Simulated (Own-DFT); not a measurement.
# Computed records: TiSi2 (C49 TiSi2 crystal, atoms displaced)

A calculation, not a measurement: plane-wave density functional theory by an unreviewed code, no spin, of a simulated periodic cell, stress positive in tension, run twice, with PBE and with PBEsol, both on files made for PBE, so the change isn't that of files made for PBEsol, forces on such cells moved up to 12 meV/angstrom on a denser k mesh; the far tail of each file's local potential was reset to the Coulomb form; each entry is a single point on an unrelaxed cell, so the pressure reflects the starting lattice, taken from the Materials Project, from which strain is counted, and rises with the displacements; printed positions are rounded, which can move forces by about a meV/angstrom; the program, named Own-DFT, is a retired in-house code; no spin-orbit coupling; stress was not checked against mesh or cutoff. Program: Own-DFT development build.

Common to all runs: functional PBE, then PBEsol; potential files PseudoDojo norm-conserving, scalar-relativistic, standard set; wave cutoff 42 hartree; occupations cold (Marzari-Vanderbilt); smearing width 0.2 eV; k mesh 4 x 4 x 4 centred on Gamma.

(1) TiSi2 (C49 TiSi2 crystal, atoms displaced)

```cif
# cell vector a (Å): 5.2953 -6.7593 3.5652
# cell vector b (Å): 7.0604 0.0000 -7.1303
# cell vector c (Å): 5.2953 6.7593 3.5652
data_TiSi2
_symmetry_space_group_name_H-M 'P 1'
_symmetry_Int_Tables_number 1
_cell_length_a 9.2973
_cell_length_b 10.0345
_cell_length_c 9.2973
_cell_angle_alpha 82.631
_cell_angle_beta 93.274
_cell_angle_gamma 82.631
_cell_volume 850.71
loop_
_atom_site_label
_atom_site_type_symbol
_atom_site_fract_x
_atom_site_fract_y
_atom_site_fract_z
_atom_site_occupancy
Ti1 Ti 0.94819 0.92370 0.15424 1
Ti2 Ti 0.85572 0.87893 0.64692 1
Si1 Si 0.60788 0.92563 0.49330 1
Si2 Si 0.19112 0.87234 0.31177 1
Si3 Si 0.90079 0.02330 0.40062 1
Si4 Si 0.89778 0.77417 0.39736 1
Ti3 Ti 0.94468 0.42675 0.15393 1
Ti4 Ti 0.85192 0.37397 0.64768 1
Si5 Si 0.60794 0.42405 0.48697 1
Si6 Si 0.19456 0.37328 0.30722 1
Si7 Si 0.89724 0.52471 0.40102 1
Si8 Si 0.89909 0.27485 0.39886 1
Ti5 Ti 0.74732 0.72886 0.95132 1
Ti6 Ti 0.65777 0.67366 0.45232 1
Si9 Si 0.40864 0.72646 0.29489 1
Si10 Si 0.98886 0.67207 0.10823 1
Si11 Si 0.70089 0.82365 0.19697 1
Si12 Si 0.69687 0.57356 0.19612 1
Ti7 Ti 0.54700 0.02836 0.75428 1
Ti8 Ti 0.45456 0.97679 0.24691 1
Si13 Si 0.20749 0.02546 0.09335 1
Si14 Si 0.79044 0.97793 0.90724 1
Si15 Si 0.50030 0.12555 0.99846 1
Si16 Si 0.50175 0.87509 0.00208 1
Ti9 Ti 0.74748 0.22601 0.95540 1
Ti10 Ti 0.65197 0.17478 0.45254 1
Si17 Si 0.40759 0.22446 0.29538 1
Si18 Si 0.99066 0.17551 0.10611 1
Si19 Si 0.69766 0.32585 0.19775 1
Si20 Si 0.69701 0.07691 0.20013 1
Ti11 Ti 0.55026 0.52305 0.75425 1
Ti12 Ti 0.45703 0.47202 0.24140 1
Si21 Si 0.20858 0.52645 0.09147 1
Si22 Si 0.79350 0.47537 0.90677 1
Si23 Si 0.49871 0.62226 0.00094 1
Si24 Si 0.50174 0.38073 0.00067 1
Ti13 Ti 0.34615 0.82508 0.55333 1
Ti14 Ti 0.25365 0.77645 0.04866 1
Si25 Si 0.00700 0.82450 0.89019 1
Si26 Si 0.59124 0.77529 0.71213 1
Si27 Si 0.30148 0.92389 0.80262 1
Si28 Si 0.29990 0.67496 0.79930 1
Ti15 Ti 0.34537 0.32564 0.55533 1
Ti16 Ti 0.25303 0.27419 0.04649 1
Si29 Si 0.00801 0.32318 0.89461 1
Si30 Si 0.58955 0.28119 0.71096 1
Si31 Si 0.29986 0.42044 0.80038 1
Si32 Si 0.30032 0.17677 0.80324 1
Ti17 Ti 0.14715 0.62396 0.35209 1
Ti18 Ti 0.05066 0.57712 0.84941 1
Si33 Si 0.80832 0.62361 0.69144 1
Si34 Si 0.39342 0.57506 0.51066 1
Si35 Si 0.09660 0.72573 0.60439 1
Si36 Si 0.09935 0.47478 0.59871 1
Ti19 Ti 0.14829 0.12569 0.35536 1
Ti20 Ti 0.05364 0.07814 0.84585 1
Si37 Si 0.80439 0.12768 0.69135 1
Si38 Si 0.39176 0.07673 0.50522 1
Si39 Si 0.10519 0.22443 0.60042 1
Si40 Si 0.09827 0.97482 0.59753 1
```

The calculation gives: PBE pressure 2.06 GPa; PBE stress xx -1.9 GPa; PBE stress yy -2.02 GPa; PBE stress zz -2.26 GPa; PBE stress yz -0.03 GPa; PBE stress xz -0.03 GPa; PBE stress xy -0.05 GPa; PBEsol pressure -1.26 GPa; PBEsol stress xx 1.52 GPa; PBEsol stress yy 1.55 GPa; PBEsol stress zz 0.71 GPa; PBEsol stress yz -0.02 GPa; PBEsol stress xz -0.04 GPa; PBEsol stress xy -0.04 GPa; rms change of force components from PBE to PBEsol 0.018 eV/Å.

Force:
```tsv
force element	PBE force x (eV/Å)	PBE force y (eV/Å)	PBE force z (eV/Å)	PBEsol force x (eV/Å)	PBEsol force y (eV/Å)	PBEsol force z (eV/Å)
Ti	-0.136	-0.009	-0.245	-0.135	-0.023	-0.242
Ti	-0.587	0.338	0.08	-0.581	0.348	0.081
Si	0.002	-0.147	0.199	0.003	-0.199	0.199
Si	0.086	0.073	-0.408	0.083	0.124	-0.409
Si	-0.016	0.049	-0.274	-0.018	0.051	-0.273
Si	0.282	-0.021	0.155	0.283	-0.022	0.156
Ti	-0.139	-0.209	0.347	-0.14	-0.224	0.344
Ti	0.127	-0.152	-0.038	0.127	-0.129	-0.043
Si	0.324	-0.03	0.107	0.319	-0.082	0.112
Si	0.029	0.368	-0.433	0.027	0.423	-0.434
Si	0.007	-0.167	0.071	0.004	-0.163	0.067
Si	0.089	0.035	0.117	0.092	0.033	0.12
Ti	-0.282	0.181	0.341	-0.277	0.166	0.343
Ti	-0.638	-0.039	-0.644	-0.633	-0.024	-0.637
Si	-0.118	-0.333	0.23	-0.116	-0.385	0.226
Si	0.403	0.043	-0.243	0.395	0.092	-0.244
Si	0.25	0.283	0.026	0.253	0.277	0.023
Si	0.528	-0.059	0.089	0.528	-0.06	0.095
Ti	-0.312	-0.045	0.037	-0.306	-0.061	0.04
Ti	-0.199	0.196	0.116	-0.196	0.211	0.113
Si	0.001	-0.118	0.131	0.003	-0.169	0.135
Si	0.171	0.114	0.287	0.168	0.164	0.288
Si	0.192	0.166	0.019	0.195	0.164	0.015
Si	-0.156	-0.037	-0.18	-0.158	-0.037	-0.179
Ti	-0.227	-0.11	-0.174	-0.224	-0.126	-0.176
Ti	-0.329	-0.552	-0.282	-0.328	-0.53	-0.282
Si	-0.067	-0.654	-0.202	-0.066	-0.713	-0.202
Si	0.249	0.422	0.412	0.245	0.476	0.411
Si	0.19	0.027	0.432	0.192	0.026	0.427
Si	0.104	-0.156	0.285	0.1	-0.155	0.288
Ti	0.074	0.265	-0.565	0.074	0.248	-0.558
Ti	0.399	1.053	-0.327	0.393	1.049	-0.325
Si	-0.084	-0.137	0.121	-0.081	-0.187	0.119
Si	0.139	0.326	0.037	0.136	0.378	0.038
Si	0.273	-0.18	-0.53	0.275	-0.174	-0.536
Si	-0.763	-0.118	0.328	-0.766	-0.116	0.333
Ti	0.206	0.01	0.113	0.202	-0.007	0.112
Ti	-0.228	-0.06	0.049	-0.226	-0.046	0.051
Si	0.457	-0.03	-0.033	0.45	-0.077	-0.032
Si	-0.084	-0.012	-0.221	-0.083	0.036	-0.215
Si	-0.062	-0.007	-0.227	-0.062	-0.005	-0.233
Si	-0.024	0.043	0.096	-0.025	0.042	0.098
Ti	0.042	-0.394	-0.032	0.04	-0.403	-0.029
Ti	0.324	0.088	0.005	0.319	0.101	0.005
Si	0.108	-0.436	-0.473	0.106	-0.49	-0.472
Si	-0.386	-0.026	0.42	-0.379	0.022	0.416
Si	0.416	0.12	-0.405	0.418	0.118	-0.406
Si	-0.361	-0.147	0.159	-0.366	-0.145	0.162
Ti	0.095	0.186	0.119	0.095	0.168	0.115
Ti	-0.279	-0.383	0.323	-0.276	-0.361	0.318
Si	0.351	-0.162	-0.151	0.344	-0.213	-0.154
Si	-0.157	0.125	-0.073	-0.153	0.182	-0.069
Si	-0.18	-0.373	0.031	-0.181	-0.364	0.027
Si	0.113	0.098	-0.036	0.114	0.093	-0.034
Ti	-0.488	-0.118	-0.154	-0.48	-0.134	-0.15
Ti	-0.337	0.132	0.317	-0.33	0.151	0.313
Si	0.281	-0.2	0.26	0.275	-0.253	0.254
Si	0.171	0.532	0.556	0.169	0.587	0.557
Si	-0.265	0.365	-0.186	-0.267	0.359	-0.186
Si	0.42	-0.013	0.121	0.423	-0.013	0.122
```

(2) TiSi2 (C49 TiSi2 crystal, atoms displaced)

```cif
# cell vector a (Å): 5.2953 -6.7593 3.5652
# cell vector b (Å): 7.0604 0.0000 -7.1303
# cell vector c (Å): 5.2953 6.7593 3.5652
data_TiSi2
_symmetry_space_group_name_H-M 'P 1'
_symmetry_Int_Tables_number 1
_cell_length_a 9.2973
_cell_length_b 10.0345
_cell_length_c 9.2973
_cell_angle_alpha 82.631
_cell_angle_beta 93.274
_cell_angle_gamma 82.631
_cell_volume 850.71
loop_
_atom_site_label
_atom_site_type_symbol
_atom_site_fract_x
_atom_site_fract_y
_atom_site_fract_z
_atom_site_occupancy
Ti1 Ti 0.94558 0.92779 0.15235 1
Ti2 Ti 0.85409 0.87380 0.64410 1
Si1 Si 0.60934 0.92334 0.49541 1
Si2 Si 0.19241 0.87780 0.30581 1
Si3 Si 0.89878 0.02389 0.39998 1
Si4 Si 0.90036 0.77094 0.39764 1
Ti3 Ti 0.95054 0.42500 0.15637 1
Ti4 Ti 0.85308 0.37582 0.64442 1
Si5 Si 0.60942 0.42642 0.49358 1
Si6 Si 0.18974 0.37756 0.30673 1
Si7 Si 0.89598 0.52683 0.40115 1
Si8 Si 0.90312 0.27255 0.39912 1
Ti5 Ti 0.75005 0.72435 0.95469 1
Ti6 Ti 0.65178 0.67825 0.44411 1
Si9 Si 0.40797 0.72614 0.29049 1
Si10 Si 0.99501 0.67331 0.10615 1
Si11 Si 0.70499 0.82510 0.20044 1
Si12 Si 0.70036 0.57446 0.20020 1
Ti7 Ti 0.54533 0.02938 0.75378 1
Ti8 Ti 0.45555 0.97110 0.25010 1
Si13 Si 0.20700 0.02177 0.08980 1
Si14 Si 0.79013 0.97300 0.91087 1
Si15 Si 0.49682 0.12434 0.00244 1
Si16 Si 0.49974 0.87301 0.00178 1
Ti9 Ti 0.74337 0.22782 0.95379 1
Ti10 Ti 0.64882 0.17577 0.44823 1
Si17 Si 0.40556 0.22783 0.29229 1
Si18 Si 0.99282 0.17219 0.10361 1
Si19 Si 0.70253 0.32470 0.19871 1
Si20 Si 0.69810 0.07884 0.19629 1
Ti11 Ti 0.54805 0.52300 0.75559 1
Ti12 Ti 0.45372 0.47799 0.24700 1
Si21 Si 0.20943 0.52487 0.09273 1
Si22 Si 0.79224 0.47389 0.90820 1
Si23 Si 0.49990 0.62477 0.99720 1
Si24 Si 0.50110 0.37754 0.00327 1
Ti13 Ti 0.34486 0.82316 0.55149 1
Ti14 Ti 0.25302 0.77549 0.04519 1
Si25 Si 0.01214 0.82439 0.89189 1
Si26 Si 0.58944 0.77418 0.70839 1
Si27 Si 0.30142 0.92115 0.79631 1
Si28 Si 0.29740 0.67196 0.80226 1
Ti15 Ti 0.34505 0.32442 0.55431 1
Ti16 Ti 0.25693 0.27135 0.04998 1
Si29 Si 0.00873 0.32683 0.89169 1
Si30 Si 0.58797 0.27525 0.70630 1
Si31 Si 0.29811 0.42666 0.80209 1
Si32 Si 0.29859 0.17660 0.79793 1
Ti17 Ti 0.14357 0.62651 0.35121 1
Ti18 Ti 0.05518 0.57248 0.84631 1
Si33 Si 0.80790 0.62749 0.69317 1
Si34 Si 0.39064 0.57345 0.51256 1
Si35 Si 0.10315 0.72616 0.60048 1
Si36 Si 0.10249 0.47450 0.59878 1
Ti19 Ti 0.14674 0.12721 0.35119 1
Ti20 Ti 0.05123 0.07772 0.84493 1
Si37 Si 0.80597 0.12653 0.69318 1
Si38 Si 0.38715 0.07565 0.50842 1
Si39 Si 0.10077 0.22244 0.59882 1
Si40 Si 0.10050 0.97405 0.60015 1
```

Results for TiSi2 (C49 TiSi2 crystal, atoms displaced): PBE pressure 2.05 GPa; PBE stress xx -1.86 GPa; PBE stress yy -2.07 GPa; PBE stress zz -2.21 GPa; PBE stress yz 0.03 GPa; PBE stress xz -0.04 GPa; PBE stress xy 0.1 GPa; PBEsol pressure -1.28 GPa; PBEsol stress xx 1.57 GPa; PBEsol stress yy 1.5 GPa; PBEsol stress zz 0.77 GPa; PBEsol stress yz 0.02 GPa; PBEsol stress xz -0.04 GPa; PBEsol stress xy 0.1 GPa; rms change of force components from PBE to PBEsol 0.018 eV/Å.

Force:
```tsv
force element	PBE force x (eV/Å)	PBE force y (eV/Å)	PBE force z (eV/Å)	PBEsol force x (eV/Å)	PBEsol force y (eV/Å)	PBEsol force z (eV/Å)
Ti	-0.205	-0.164	0.399	-0.204	-0.181	0.398
Ti	0.394	0.311	0.016	0.389	0.323	0.015
Si	-0.009	-0.132	-0.569	-0.01	-0.186	-0.572
Si	-0.176	0.402	0.273	-0.173	0.457	0.276
Si	-0.036	0.009	-0.067	-0.043	0.009	-0.062
Si	0.486	0.072	-0.19	0.495	0.07	-0.188
Ti	-0.631	-0.035	-0.289	-0.624	-0.052	-0.289
Ti	0.197	0.201	0.203	0.196	0.218	0.203
Si	-0.201	-0.221	-0.213	-0.198	-0.275	-0.212
Si	0.206	0.267	0.383	0.201	0.324	0.382
Si	-0.081	-0.216	0.329	-0.084	-0.212	0.338
Si	0.006	0.259	-0.207	0.012	0.252	-0.211
Ti	-0.306	0.016	-0.17	-0.305	0.001	-0.168
Ti	-0.012	0.227	0.429	-0.01	0.236	0.427
Si	-0.108	0.038	0.259	-0.105	-0.012	0.263
Si	0.119	0.373	-0.311	0.117	0.429	-0.309
Si	-0.231	0.219	-0.25	-0.232	0.219	-0.254
Si	0.026	-0.097	-0.117	0.024	-0.096	-0.122
Ti	-0.453	-0.068	0.474	-0.449	-0.085	0.468
Ti	0.099	-0.024	-0.604	0.094	-0.006	-0.603
Si	0.352	-0.428	-0.145	0.346	-0.483	-0.147
Si	0.067	-0.109	-0.276	0.068	-0.059	-0.273
Si	-0.027	-0.183	-0.045	-0.029	-0.179	-0.055
Si	0.136	-0.189	-0.12	0.137	-0.185	-0.119
Ti	-0.214	-0.386	0.256	-0.211	-0.395	0.257
Ti	0.092	-0.444	0.101	0.094	-0.421	0.101
Si	0.028	-0.225	0.427	0.028	-0.276	0.426
Si	0.398	0.349	-0.323	0.392	0.402	-0.319
Si	0.182	0.319	-0.035	0.183	0.314	-0.036
Si	0.028	0.205	0.403	0.027	0.199	0.407
Ti	-0.05	-0.052	-0.293	-0.049	-0.064	-0.292
Ti	-0.109	0.105	0.236	-0.112	0.116	0.234
Si	-0.077	-0.388	0.039	-0.075	-0.442	0.039
Si	0.228	0.183	-0.049	0.224	0.237	-0.052
Si	0.276	0.119	0.067	0.277	0.117	0.068
Si	-0.367	-0.033	0.082	-0.373	-0.035	0.086
Ti	0.324	-0.094	0.027	0.321	-0.104	0.026
Ti	0.024	0.025	0.272	0.022	0.039	0.273
Si	-0.231	-0.04	-0.451	-0.228	-0.09	-0.452
Si	0.233	0.271	0.049	0.227	0.325	0.051
Si	0.399	0.255	-0.164	0.403	0.251	-0.164
Si	0.187	-0.359	-0.128	0.187	-0.352	-0.128
Ti	0.012	-0.253	-0.171	0.011	-0.265	-0.165
Ti	-0.238	0.19	-0.673	-0.236	0.207	-0.674
Si	-0.111	-0.249	0.194	-0.109	-0.305	0.192
Si	0.332	0.195	0.138	0.325	0.249	0.137
Si	-0.153	-0.144	0.387	-0.154	-0.141	0.39
Si	0.062	0.116	0.252	0.062	0.112	0.256
Ti	0.36	-0.217	0.303	0.354	-0.231	0.302
Ti	0.118	0.274	-0.313	0.122	0.284	-0.311
Si	-0.245	-0.25	0.178	-0.24	-0.303	0.179
Si	-0.146	-0.099	-0.361	-0.144	-0.05	-0.364
Si	-0.44	0.167	-0.051	-0.443	0.164	-0.054
Si	-0.15	0.15	-0.139	-0.152	0.147	-0.139
Ti	-0.222	0.033	0.144	-0.218	0.02	0.141
Ti	-0.141	-0.088	0.335	-0.138	-0.071	0.335
Si	-0.134	-0.154	0.156	-0.132	-0.204	0.156
Si	0.087	-0.12	0.32	0.088	-0.074	0.32
Si	0.134	0.167	-0.246	0.137	0.166	-0.247
Si	-0.083	-0.054	-0.162	-0.085	-0.053	-0.164
```

(3) TiSi2 (C49 TiSi2 crystal, atoms displaced)

```cif
# cell vector a (Å): 5.2953 -6.7593 3.5652
# cell vector b (Å): 7.0604 0.0000 -7.1303
# cell vector c (Å): 5.2953 6.7593 3.5652
data_TiSi2
_symmetry_space_group_name_H-M 'P 1'
_symmetry_Int_Tables_number 1
_cell_length_a 9.2973
_cell_length_b 10.0345
_cell_length_c 9.2973
_cell_angle_alpha 82.631
_cell_angle_beta 93.274
_cell_angle_gamma 82.631
_cell_volume 850.71
loop_
_atom_site_label
_atom_site_type_symbol
_atom_site_fract_x
_atom_site_fract_y
_atom_site_fract_z
_atom_site_occupancy
Ti1 Ti 0.94754 0.92834 0.15111 1
Ti2 Ti 0.85427 0.87354 0.64488 1
Si1 Si 0.60840 0.92625 0.49707 1
Si2 Si 0.19353 0.87422 0.30777 1
Si3 Si 0.89816 0.02827 0.39564 1
Si4 Si 0.90205 0.77221 0.40196 1
Ti3 Ti 0.95001 0.41914 0.15358 1
Ti4 Ti 0.85066 0.37294 0.64885 1
Si5 Si 0.60826 0.42304 0.49120 1
Si6 Si 0.19263 0.37563 0.30732 1
Si7 Si 0.90105 0.52492 0.40335 1
Si8 Si 0.89941 0.27491 0.39825 1
Ti5 Ti 0.74599 0.72647 0.95182 1
Ti6 Ti 0.65265 0.67497 0.44893 1
Si9 Si 0.40564 0.72420 0.29571 1
Si10 Si 0.99140 0.67253 0.10959 1
Si11 Si 0.69827 0.82572 0.20062 1
Si12 Si 0.69648 0.57263 0.20377 1
Ti7 Ti 0.54597 0.02677 0.75384 1
Ti8 Ti 0.45364 0.97864 0.24677 1
Si13 Si 0.20511 0.02912 0.08771 1
Si14 Si 0.79375 0.97521 0.90973 1
Si15 Si 0.49961 0.12479 0.00123 1
Si16 Si 0.50169 0.87382 0.99992 1
Ti9 Ti 0.74642 0.22558 0.95163 1
Ti10 Ti 0.65485 0.17858 0.44642 1
Si17 Si 0.40770 0.22472 0.29210 1
Si18 Si 0.98703 0.17437 0.10847 1
Si19 Si 0.69738 0.32272 0.20397 1
Si20 Si 0.70300 0.07225 0.20053 1
Ti11 Ti 0.54893 0.52486 0.75137 1
Ti12 Ti 0.45120 0.47806 0.24838 1
Si21 Si 0.20978 0.52345 0.08764 1
Si22 Si 0.79241 0.47652 0.90894 1
Si23 Si 0.50114 0.62227 0.00382 1
Si24 Si 0.50293 0.37450 0.00083 1
Ti13 Ti 0.34560 0.82398 0.55522 1
Ti14 Ti 0.25493 0.77604 0.04723 1
Si25 Si 0.00363 0.83120 0.89048 1
Si26 Si 0.59433 0.77367 0.70670 1
Si27 Si 0.30269 0.92413 0.80067 1
Si28 Si 0.29992 0.67686 0.79362 1
Ti15 Ti 0.34539 0.32500 0.55244 1
Ti16 Ti 0.25392 0.27793 0.05081 1
Si29 Si 0.00701 0.32836 0.89143 1
Si30 Si 0.59095 0.27332 0.70679 1
Si31 Si 0.29661 0.42771 0.80042 1
Si32 Si 0.29949 0.17470 0.79969 1
Ti17 Ti 0.14803 0.62431 0.35335 1
Ti18 Ti 0.05215 0.57578 0.84911 1
Si33 Si 0.80836 0.62620 0.68713 1
Si34 Si 0.39384 0.57693 0.51011 1
Si35 Si 0.09849 0.72421 0.59817 1
Si36 Si 0.09837 0.47340 0.59918 1
Ti19 Ti 0.14623 0.12500 0.35609 1
Ti20 Ti 0.05840 0.07526 0.84949 1
Si37 Si 0.80772 0.12639 0.68712 1
Si38 Si 0.39465 0.07156 0.51460 1
Si39 Si 0.09870 0.22242 0.60238 1
Si40 Si 0.10078 0.97385 0.60335 1
```

It finds PBE pressure 2 GPa; PBE stress xx -1.91 GPa; PBE stress yy -1.77 GPa; PBE stress zz -2.33 GPa; PBE stress yz 0.27 GPa; PBE stress xz -0.09 GPa; PBE stress xy -0.06 GPa; PBEsol pressure -1.32 GPa; PBEsol stress xx 1.51 GPa; PBEsol stress yy 1.8 GPa; PBEsol stress zz 0.65 GPa; PBEsol stress yz 0.28 GPa; PBEsol stress xz -0.09 GPa; PBEsol stress xy -0.05 GPa; rms change of force components from PBE to PBEsol 0.018 eV/Å.

Force:
```tsv
force element	PBE force x (eV/Å)	PBE force y (eV/Å)	PBE force z (eV/Å)	PBEsol force x (eV/Å)	PBEsol force y (eV/Å)	PBEsol force z (eV/Å)
Ti	-0.278	0.196	0.596	-0.275	0.179	0.582
Ti	0.258	0.204	-0.233	0.251	0.22	-0.227
Si	-0.257	-0.59	-0.214	-0.251	-0.649	-0.212
Si	0.065	0.232	-0.48	0.064	0.283	-0.486
Si	0.175	0.138	0.563	0.179	0.136	0.572
Si	-0.055	-0.141	-0.472	-0.052	-0.139	-0.478
Ti	0.278	0.451	-0.681	0.275	0.428	-0.675
Ti	0.222	-0.318	-0.218	0.218	-0.301	-0.22
Si	0.23	-0.062	-0.29	0.228	-0.112	-0.287
Si	0.005	0.219	0.082	0.004	0.268	0.077
Si	-0.353	-0.087	-0.084	-0.357	-0.085	-0.085
Si	0.27	0.033	0.117	0.272	0.031	0.117
Ti	0.098	0.081	0.307	0.099	0.064	0.3
Ti	-0.129	-0.22	-0.151	-0.126	-0.2	-0.145
Si	0.215	-0.587	-0.253	0.21	-0.642	-0.248
Si	0.083	-0.038	-0.277	0.081	0.006	-0.278
Si	0.024	-0.061	0.212	0.023	-0.058	0.216
Si	0.231	-0.46	0.007	0.234	-0.45	0.007
Ti	0.065	-0.152	0.475	0.061	-0.168	0.47
Ti	-0.318	0.199	0.347	-0.316	0.211	0.345
Si	0.411	-0.044	0.771	0.404	-0.094	0.767
Si	-0.195	0.305	-0.722	-0.191	0.364	-0.728
Si	0.023	-0.007	-0.085	0.024	-0.005	-0.082
Si	0.017	0.097	-0.062	0.015	0.094	-0.062
Ti	0.035	0.098	0.044	0.038	0.082	0.044
Ti	-0.625	0.242	0.277	-0.616	0.252	0.278
Si	0.261	0.014	0.181	0.258	-0.034	0.184
Si	0.32	-0.038	0.027	0.315	0.013	0.024
Si	0.028	-0.354	-0.221	0.027	-0.347	-0.215
Si	-0.108	0.09	-0.362	-0.111	0.088	-0.368
Ti	0.005	0.381	0.114	0.006	0.358	0.11
Ti	-0.293	-0.11	0.328	-0.289	-0.099	0.327
Si	0.426	0.037	-0.233	0.42	-0.013	-0.229
Si	-0.092	0.177	-0.142	-0.091	0.226	-0.146
Si	-0.131	-0.149	-0.416	-0.133	-0.144	-0.424
Si	-0.191	0.051	-0.177	-0.196	0.048	-0.177
Ti	0.09	-0.385	-0.167	0.089	-0.396	-0.161
Ti	-0.271	0.134	-0.096	-0.265	0.151	-0.096
Si	-0.051	-0.412	1.13	-0.05	-0.465	1.134
Si	0.126	0.524	-0.058	0.122	0.579	-0.054
Si	0.017	0.168	-0.05	0.019	0.167	-0.051
Si	0.25	0.382	0.416	0.255	0.373	0.415
Ti	0.122	0.058	0.062	0.121	0.042	0.063
Ti	-0.626	-0.335	0.031	-0.619	-0.315	0.03
Si	-0.084	-0.185	0.488	-0.081	-0.233	0.491
Si	0.214	0.305	-0.159	0.212	0.355	-0.158
Si	0.036	-0.161	0.292	0.037	-0.157	0.295
Si	0.291	-0.015	-0.04	0.288	-0.016	-0.039
Ti	-0.065	0.117	-0.002	-0.06	0.105	0.001
Ti	-0.095	-0.246	-0.38	-0.096	-0.229	-0.373
Si	0.168	-0.036	0.599	0.165	-0.085	0.599
Si	-0.346	0.308	0.269	-0.34	0.36	0.271
Si	0.168	0.079	0.1	0.169	0.078	0.099
Si	0.164	0.018	0.127	0.166	0.015	0.13
Ti	-0.115	-0.311	0.013	-0.114	-0.322	0.006
Ti	-0.555	0.255	-0.682	-0.553	0.268	-0.675
Si	0.186	-0.004	0.661	0.184	-0.054	0.657
Si	-0.22	0.129	-0.903	-0.217	0.182	-0.907
Si	0.062	-0.082	-0.186	0.061	-0.081	-0.187
Si	-0.188	-0.133	-0.137	-0.192	-0.133	-0.138
```
